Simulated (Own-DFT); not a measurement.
# From a pressure shift to a lattice shift: C40 NbSi2, 36 atoms (Nb12Si24)

Everything here is calculated. The program is Own-DFT (plane waves, in-house, since retired, never reviewed by a person); positions were held fixed, and spin and spin-orbit coupling were off.

Caveats: forces on such cells failed a check on a denser k mesh; stress not checked against mesh or cutoff.

Each geometry was run with PBE and with PBEsol, otherwise alike: PseudoDojo norm-conserving scalar-relativistic files made for PBE; cutoff 42 hartree; 4 x 4 x 5 k mesh centred on Gamma; cold (Marzari-Vanderbilt) smearing of 0.2 eV. Unstrained cell vectors in Å: (0.000, 8.324, 0.000); (-9.613, 0.000, 0.000); (0.000, 0.000, 6.586). Each has a uniform strain, of which the change of volume is shown, and random moves of rms u per axis.

| run | volume change (%) | u (Å) | P with PBE (GPa) | P with PBEsol (GPa) |
|---|---|---|---|---|
| 1 | 0.10 | 0.0518 | 2.88 | -0.78 |
| 2 | 0.36 | 0.0564 | 2.45 | -1.19 |
| 3 | -0.21 | 0.0498 | 3.87 | 0.20 |
| 4 | -0.69 | 0.0552 | 4.56 | 0.88 |
| 5 | 2.16 | 0.0525 | -1.02 | -4.57 |
| 6 | -4.26 | 0.0504 | 11.77 | 7.91 |
| 7 | -4.46 | 0.0528 | 12.15 | 8.29 |
| 8 | -0.41 | 0.0434 | 3.46 | -0.21 |
| 9 | 0.43 | 0.0552 | 2.69 | -0.95 |
| 10 | -0.42 | 0.0524 | 3.63 | -0.04 |
| 11 | -0.37 | 0.0479 | 3.42 | ? |

Asked: by how much does PBEsol shrink this cell, and what belongs in the blank?

## Answer

Write v for the change of volume as a fraction. Fitted to v and u², the PBE pressure has a slope of -201 ± 4 GPa in v, with the ions held to the strained lattice. The difference PBEsol less PBE is -3.66 + 4.7 v GPa (slope ± 0.1) and averages -3.69 GPa. Divided by the mean slope of the two, 198 GPa, that makes PBEsol's volume at a given pressure, near 3 GPa, about 1.9 % smaller, or 0.62 % in lengths. At one volume PBEsol's slope is the smaller by 5 GPa, but its pressure there is lower too. If stiffness rises by about 4 GPa for each GPa, PBEsol at equal pressure is stiffer by about 10 GPa. Files made for PBEsol would give a different shift.

For run 11 the line gives -0.26 GPa. The hidden result is -0.24 GPa.
